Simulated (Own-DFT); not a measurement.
Simulation results for Hf36O71 (tetragonal hafnia with one neutral oxygen vacancy, atoms displaced)

All values are calculated (Own-DFT development build). A calculation, not a measurement: plane-wave PBE and HSE06 DFT by an unreviewed code, no spin, of a simulated cell at Gamma alone, so results move with cell size and shape, stress positive in tension, energies less offsets, not probed for a lower state with spin; hafnium file: forces about 75 meV/angstrom off all-electron values; oxygen file: force components 24 meV/angstrom off all-electron in a glass; k mesh not checked against a denser one; forces and stress are PBE's, HSE06 gives the energy alone, and its difference from PBE has offsets of its own; offsets are fitted by least squares, one for each functional and potential file, so energies compare only between cells with the same atoms and settings and are not formation energies; the far tail of each file's local potential was reset to the Coulomb form; each entry is a single point on an unrelaxed cell, so the pressure reflects the starting lattice, taken from the Materials Project, from which strain is counted, and rises with the displacements; printed positions are rounded, which can move forces by about a meV/angstrom; the program is a retired in-house code; no spin-orbit coupling.

Settings shared by all entries: first functional PBE; second functional HSE06; exact exchange share 0.25; screening 0.11 1/bohr; exchange divergence Gygi-Baldereschi; potential files PseudoDojo norm-conserving, scalar-relativistic, made for PBE, standard set; wave cutoff 48 hartree; occupations fixed; k mesh 1 x 1 x 1 centred on Gamma.

(1) Hf36O71 (tetragonal hafnia with one neutral oxygen vacancy, atoms displaced)

```
CELL_PARAMETERS angstrom
10.78000 0.00000 0.00000
0.00000 10.78000 0.00000
0.00000 0.00000 10.44930
ATOMIC_POSITIONS crystal
Hf 0.00229 0.00124 0.99952
Hf 0.16389 0.16079 0.25303
O 0.99713 0.17063 0.14794
O 0.16612 0.99662 0.34300
O 0.00059 0.16577 0.40445
O 0.17259 0.99634 0.09405
Hf 0.00512 0.99761 0.49296
Hf 0.16186 0.16685 0.74953
O 0.99241 0.16042 0.65122
O 0.15471 0.00250 0.84511
O 0.99382 0.16374 0.89016
O 0.17468 0.00356 0.59539
Hf 0.99772 0.33074 0.99647
Hf 0.16203 0.50761 0.24935
O 0.99198 0.49469 0.14475
O 0.16563 0.33165 0.35392
O 0.99901 0.49484 0.41489
O 0.16823 0.33199 0.09465
Hf 0.99994 0.33955 0.49593
Hf 0.16164 0.49246 0.75109
O 0.00369 0.50254 0.65564
O 0.17408 0.33244 0.84080
O 0.00472 0.49968 0.90381
O 0.17071 0.33741 0.60095
Hf 0.00550 0.66836 0.99401
Hf 0.15997 0.83012 0.25237
O 0.00283 0.83263 0.15059
O 0.16686 0.66489 0.35320
O 0.99138 0.83495 0.39255
O 0.17353 0.66331 0.10580
Hf 0.99607 0.66378 0.49285
Hf 0.16127 0.83135 0.74521
O 0.99002 0.82646 0.65359
O 0.16477 0.67025 0.85493
O 0.99976 0.83726 0.91054
O 0.17237 0.67591 0.59857
Hf 0.32597 0.99434 0.99851
Hf 0.50468 0.17699 0.24663
O 0.33485 0.16152 0.15235
O 0.50148 0.99850 0.34940
O 0.33382 0.16350 0.39781
O 0.50178 0.00380 0.09259
Hf 0.33600 0.00508 0.49667
Hf 0.49865 0.16186 0.73976
O 0.33440 0.17251 0.64672
O 0.50211 0.00318 0.84053
O 0.33720 0.17072 0.90647
O 0.48771 0.99701 0.59956
Hf 0.34186 0.32132 0.99451
Hf 0.50571 0.50238 0.25483
O 0.33524 0.50306 0.15146
O 0.33779 0.49676 0.40277
O 0.49518 0.33679 0.09982
Hf 0.33335 0.33272 0.50140
Hf 0.50485 0.50096 0.75387
O 0.33322 0.50288 0.66066
O 0.49367 0.33422 0.84047
O 0.33269 0.49686 0.90341
O 0.48727 0.33041 0.59551
Hf 0.32884 0.67094 0.00139
Hf 0.49910 0.82808 0.25394
O 0.33826 0.82360 0.14733
O 0.49996 0.66865 0.34674
O 0.33275 0.83268 0.39174
O 0.50860 0.66084 0.09338
Hf 0.34423 0.66510 0.49954
Hf 0.49584 0.83425 0.74927
O 0.33335 0.83276 0.65575
O 0.50308 0.66086 0.83965
O 0.32821 0.83353 0.90211
O 0.49746 0.66404 0.59725
Hf 0.66495 0.00598 0.99339
Hf 0.83457 0.15296 0.25967
O 0.66499 0.17287 0.15279
O 0.83981 0.99956 0.34507
O 0.67150 0.16645 0.40555
O 0.83002 0.00394 0.10080
Hf 0.66421 0.99849 0.49264
Hf 0.83631 0.16513 0.75162
O 0.67157 0.17267 0.65294
O 0.83598 0.00100 0.84576
O 0.66766 0.17083 0.90777
O 0.83516 0.99456 0.60608
Hf 0.66435 0.33682 0.99119
Hf 0.83149 0.49918 0.24600
O 0.66795 0.50213 0.15747
O 0.82694 0.33712 0.34128
O 0.66631 0.49929 0.39964
O 0.83755 0.32818 0.09013
Hf 0.66614 0.33365 0.49960
Hf 0.83547 0.50750 0.74593
O 0.66831 0.49682 0.64182
O 0.83262 0.33341 0.85396
O 0.66015 0.49708 0.90501
O 0.83135 0.32605 0.59689
Hf 0.66555 0.67571 0.99891
Hf 0.83796 0.83132 0.24922
O 0.66749 0.82880 0.14999
O 0.83106 0.66712 0.35660
O 0.66002 0.82798 0.40407
O 0.83484 0.66706 0.10541
Hf 0.67146 0.67734 0.50252
Hf 0.82880 0.82487 0.75175
O 0.65863 0.83274 0.65337
O 0.83559 0.66705 0.85505
O 0.66763 0.83784 0.90097
O 0.82927 0.66981 0.59530
```

```
PBE energy of cell above offsets : -96.373 eV
HSE06 less PBE above offsets     : 0.099 eV
PBE pressure                     : 2.32 GPa
PBE stress xx                    : 0.06 GPa
PBE stress yy                    : -4.33 GPa
PBE stress zz                    : -2.69 GPa
PBE stress yz                    : 1.23 GPa
PBE stress xz                    : -0.39 GPa
PBE stress xy                    : -0.01 GPa
```

Force:
```csv
element,x (eV/Å),y (eV/Å),z (eV/Å)
Hf,-1.056,1.103,-0.236
Hf,0.979,2.706,-1.35
O,0.799,-1.178,0.746
O,-0.748,-0.281,0.595
O,-0.179,-0.267,-0.573
O,-1.886,-0.082,0.922
Hf,-0.758,0.925,2.287
Hf,-0.075,0.295,-0.962
O,2.135,0.149,-0.589
O,0.841,-0.43,0.175
O,0.847,0.602,1.234
O,-1.787,-0.459,-0.188
Hf,0.272,-0.156,0.93
Hf,1.986,-2.448,-1.596
O,1.648,0.747,1.269
O,-0.562,0.197,-0.877
O,-0.036,2.612,-2.329
O,-0.145,-0.202,-0.207
Hf,0.312,-3.306,1.822
Hf,3.01,1.078,0.594
O,-1.891,0.365,-0.916
O,-0.84,-1.111,0.619
O,-0.099,0.274,-0.789
O,-1.822,-0.092,-0.194
Hf,-0.217,-0.817,1.28
Hf,2.36,-0.549,-0.444
O,-0.449,0.143,-0.013
O,-1.189,0.317,-0.141
O,0.893,-0.767,0.644
O,-2.231,0.257,-0.057
Hf,1.36,1.166,1.567
Hf,0.72,-0.634,-0.136
O,1.524,-0.001,-0.322
O,-0.407,-0.042,-0.336
O,-0.175,-0.75,-0.985
O,-1.267,-0.023,-0.616
Hf,2.808,1.294,0.296
Hf,-0.95,-0.471,-0.112
O,-0.362,0.152,0.46
O,0.696,0.387,-0.146
O,0.077,0.827,0.072
O,-0.457,-0.514,-0.442
Hf,-0.234,-0.94,-0.817
Hf,0.171,1.353,0.419
O,-0.942,-0.824,0.609
O,0.042,-0.636,0.435
O,-0.452,-3.952,-2.027
O,2.69,0.414,-0.178
Hf,-1.825,4.02,1.775
Hf,-1.08,-1.183,-0.925
O,-0.513,0.532,1.481
O,0.298,0.531,0.118
O,1.481,-0.431,0.473
Hf,-1.101,-0.006,-0.787
Hf,-1.442,-0.85,-1.149
O,-0.112,0.216,-0.662
O,0.761,-1.155,0.548
O,-0.02,0.808,0.476
O,3.195,0.144,-0.412
Hf,1.411,-2.483,0.035
Hf,-0.2,1.374,-1.451
O,-0.744,0.52,0.27
O,-0.138,-0.501,0.634
O,0.002,0.153,1.079
O,-1.34,0.431,0.047
Hf,-1.844,-0.123,0.122
Hf,-0.479,-0.321,0.305
O,-0.37,-0.022,-0.186
O,0.188,2.419,1.132
O,0.313,0.206,-0.691
O,1.58,0.315,-0.028
Hf,-0.154,-0.044,1.275
Hf,-0.628,4.357,-3.283
O,0.699,-0.367,0.666
O,-0.66,-2.332,1.962
O,-0.227,-0.715,-0.448
O,0.519,-0.33,-0.069
Hf,-0.225,0.342,1.798
Hf,-0.394,0.31,-0.11
O,-1.71,-0.727,-0.178
O,-0.423,-1.207,0.537
O,-0.264,-0.442,-1.161
O,-0.701,-0.229,-2.249
Hf,1.024,-0.804,2.233
Hf,-0.988,-0.263,-0.334
O,0.268,-0.425,-0.74
O,0.735,-1.158,0.689
O,-0.682,0.627,0.505
O,-1.387,0.642,0.283
Hf,-0.274,0.821,0.172
Hf,-0.79,-2.272,0.574
O,0.429,0.149,1.412
O,0.059,1.218,-1.631
O,0.466,1.764,-1.034
O,1.212,0.993,-0.291
Hf,0.406,-0.819,1.034
Hf,-1.008,-0.995,-1.601
O,0.205,0.153,0.789
O,0.594,-0.091,-0.476
O,0.737,2.218,-0.895
O,0.304,0.494,-0.758
Hf,-1.917,-3.1,-0.149
Hf,-0.414,2.972,-0.174
O,1.003,-0.241,-0.484
O,0.016,-0.71,-0.519
O,-0.005,-0.453,-0.453
O,1.188,-0.363,1.515
```

(2) Hf36O71 (tetragonal hafnia with one neutral oxygen vacancy, atoms displaced)

```
CELL_PARAMETERS angstrom
10.78000 0.00000 0.00000
0.00000 10.78000 0.00000
0.00000 0.00000 10.44930
ATOMIC_POSITIONS crystal
Hf 0.00218 0.00452 0.00982
Hf 0.16681 0.16834 0.25111
O 0.00272 0.16755 0.15528
O 0.16583 0.00604 0.34063
O 0.99741 0.16878 0.40162
O 0.16671 0.99905 0.09828
Hf 0.99784 0.00100 0.50492
Hf 0.16978 0.16647 0.75043
O 0.99960 0.16308 0.65431
O 0.15968 0.99942 0.84831
O 0.00344 0.16987 0.90216
O 0.16859 0.00321 0.59982
Hf 0.99852 0.33401 0.00206
Hf 0.16360 0.49994 0.25328
O 0.99869 0.49459 0.15491
O 0.16217 0.33375 0.34591
O 0.00110 0.50539 0.39634
O 0.16500 0.33505 0.09596
Hf 0.00307 0.33280 0.49816
Hf 0.16737 0.50707 0.75042
O 0.99594 0.49724 0.65214
O 0.16747 0.33576 0.84607
O 0.99665 0.50138 0.90503
O 0.16306 0.33089 0.59436
Hf 0.99647 0.67173 0.99944
Hf 0.16608 0.83447 0.24993
O 0.99636 0.83096 0.15387
O 0.16473 0.66789 0.34629
O 0.99876 0.83393 0.40315
O 0.16613 0.66495 0.09261
Hf 0.00542 0.66987 0.49587
Hf 0.16137 0.82955 0.75168
O 0.99703 0.83379 0.65056
O 0.17112 0.66436 0.84908
O 0.00131 0.83394 0.90139
O 0.16853 0.66344 0.59357
Hf 0.33672 0.99864 0.99471
Hf 0.49591 0.16635 0.24875
O 0.33530 0.16463 0.15293
O 0.49827 0.99809 0.34768
O 0.33468 0.16399 0.39766
O 0.49513 0.00049 0.09899
Hf 0.33927 0.00309 0.50402
Hf 0.50222 0.16382 0.74981
O 0.33465 0.15956 0.65491
O 0.49739 0.00110 0.84385
O 0.33596 0.16941 0.90249
O 0.49891 0.00089 0.59813
Hf 0.33675 0.33150 0.00252
Hf 0.49865 0.50184 0.25233
O 0.33309 0.49837 0.15379
O 0.49924 0.33177 0.34344
O 0.33350 0.50051 0.40471
O 0.50129 0.32882 0.09651
Hf 0.33269 0.32883 0.49329
Hf 0.50013 0.49956 0.75451
O 0.33032 0.49772 0.65443
O 0.49633 0.33077 0.84337
O 0.33671 0.49819 0.90237
O 0.50279 0.33578 0.59645
Hf 0.33035 0.66664 0.99471
Hf 0.49607 0.83520 0.25369
O 0.33420 0.83181 0.15174
O 0.49904 0.66980 0.34702
O 0.33429 0.83431 0.40227
O 0.50451 0.66992 0.09226
Hf 0.33220 0.67187 0.49739
Hf 0.49830 0.83188 0.74310
O 0.33469 0.83071 0.65417
O 0.49784 0.66178 0.85106
O 0.33497 0.83388 0.90202
O 0.49967 0.66947 0.59831
Hf 0.66683 0.00046 0.99748
Hf 0.83728 0.15801 0.25218
O 0.66639 0.16572 0.14701
O 0.83202 0.00177 0.34324
O 0.66597 0.16456 0.40039
O 0.83173 0.00388 0.09650
Hf 0.66723 0.00596 0.49627
Hf 0.83120 0.16138 0.75299
O 0.66888 0.16778 0.65111
O 0.83225 0.99697 0.84407
O 0.66747 0.17063 0.90732
Hf 0.66657 0.33126 0.00442
Hf 0.82950 0.49785 0.25224
O 0.67040 0.49647 0.15409
O 0.83649 0.33277 0.34698
O 0.66420 0.49955 0.41279
O 0.83539 0.33224 0.09429
Hf 0.66722 0.33565 0.50197
Hf 0.83140 0.49625 0.74553
O 0.66554 0.49642 0.65264
O 0.83478 0.33213 0.84247
O 0.66534 0.49753 0.89602
O 0.83212 0.33032 0.59933
Hf 0.66860 0.66787 0.00100
Hf 0.83164 0.83176 0.24987
O 0.66285 0.83129 0.15210
O 0.82923 0.66709 0.34978
O 0.67137 0.83738 0.40499
O 0.83244 0.66689 0.10053
Hf 0.66695 0.66525 0.50325
Hf 0.83655 0.83611 0.74976
O 0.66547 0.83581 0.65109
O 0.83677 0.66581 0.84890
O 0.66694 0.82667 0.90278
O 0.83537 0.66827 0.59920
```

```
PBE energy of cell above offsets : -100.752 eV
HSE06 less PBE above offsets     : -0.131 eV
PBE pressure                     : 1.33 GPa
PBE stress xx                    : -0.4 GPa
PBE stress yy                    : -1.3 GPa
PBE stress zz                    : -2.3 GPa
PBE stress yz                    : 0.41 GPa
PBE stress xz                    : -0.4 GPa
PBE stress xy                    : 0.02 GPa
```

Force:
```csv
element,x (eV/Å),y (eV/Å),z (eV/Å)
Hf,0.479,0.222,-1.619
Hf,0.327,0.113,-0.804
O,-0.364,-0.568,-0.389
O,-0.099,-1.359,0.754
O,0.067,-0.943,0.311
O,0.39,-0.168,-0.148
Hf,0.148,0.612,0.004
Hf,-0.958,0.524,0.521
O,-0.329,-0.582,-0.234
O,0.55,-0.327,-0.175
O,-0.362,-1.026,0.639
O,-0.2,-0.55,-0.661
Hf,0.427,0.895,-0.903
Hf,-0.305,0.004,-1.264
O,-0.137,0.334,0.144
O,0.49,-0.12,0.554
O,0.216,-0.513,0.888
O,0.766,-0.305,0.293
Hf,-1.373,0.764,0.329
Hf,-0.447,-2.386,-0.216
O,1.179,0.246,-0.292
O,0.132,-0.008,-0.453
O,0.37,0.239,0.107
O,1.208,-0.436,-0.216
Hf,-0.471,-1.405,0.053
Hf,0.27,0.472,-0.488
O,0.608,0.355,-0.136
O,0.308,0.446,0.146
O,0.21,0.689,-0.117
O,-0.283,0.258,0.483
Hf,-1.597,-0.938,0.319
Hf,0.559,1.328,0.171
O,0.917,0.466,-0.157
O,-0.12,1.098,-0.17
O,0.147,0.418,0.032
O,-0.447,0.505,0.7
Hf,-0.51,0.348,0.562
Hf,1.212,-0.287,-0.508
O,-0.913,0.386,-0.246
O,-0.043,0.618,0.396
O,-0.019,0.362,0.502
O,0.955,-0.069,-0.543
Hf,-1.145,-0.265,-0.362
Hf,-0.171,1.148,-0.095
O,0.318,0.458,-0.729
O,0.378,-0.596,0.56
O,-0.328,-0.958,-0.016
O,0.772,-0.048,-0.044
Hf,-0.966,0.667,-0.559
Hf,-0.105,0.123,-0.645
O,0.368,0.105,0.325
O,-0.23,0.395,0.304
O,0.028,-0.124,-0.159
O,-0.175,0.28,0.323
Hf,0.372,1.23,1.373
Hf,-0.245,-0.417,-0.321
O,0.378,0.142,-0.096
O,0.17,-0.149,0.391
O,-0.219,0.061,0.35
O,-1.11,-0.575,-0.557
Hf,1.243,-0.437,0.798
Hf,0.55,-0.309,-1.15
O,-0.629,-0.071,0.224
O,0.054,-0.564,0.209
O,-0.396,0.501,0.051
O,-1.106,-0.609,0.686
Hf,0.872,-1.029,0.486
Hf,0.829,-0.881,1.209
O,-1.162,0.074,-0.458
O,-0.138,1.244,-0.848
O,-0.246,0.017,-0.364
O,-0.211,-0.009,-0.143
Hf,-0.676,-0.341,0.621
Hf,-0.929,2.423,-0.824
O,0.016,-0.228,0.942
O,0.3,-1.208,1.194
O,-0.025,0.744,-0.105
O,0.188,-0.21,0.028
Hf,0.513,-1.031,0.735
Hf,0.872,1.714,-0.573
O,-0.294,-0.92,0.143
O,-0.338,0.413,0.425
O,-0.05,-1.336,-1.06
Hf,0.683,0.917,-0.496
Hf,1.388,0.063,-0.076
O,-1.258,-0.034,0.168
O,-0.404,-0.136,-0.076
O,-0.083,0.23,-1.407
O,-0.645,-0.115,0.358
Hf,0.465,-0.767,0.321
Hf,0.221,0.289,0.916
O,-0.097,0.444,-0.304
O,-0.065,-0.332,0.396
O,-0.034,0.064,1.03
O,0.379,0.207,-0.659
Hf,-0.225,-0.838,-0.573
Hf,-1.056,-0.813,0.282
O,0.663,0.559,0.313
O,-0.045,-0.095,-0.246
O,-0.238,-0.29,-0.072
O,0.284,0.191,0.108
Hf,0.838,1.045,0.2
Hf,-1.337,-1.891,-0.098
O,0.557,0.357,0.335
O,0.003,0.305,-0.25
O,-0.077,1.58,-0.173
O,-0.194,-0.068,-0.438
```
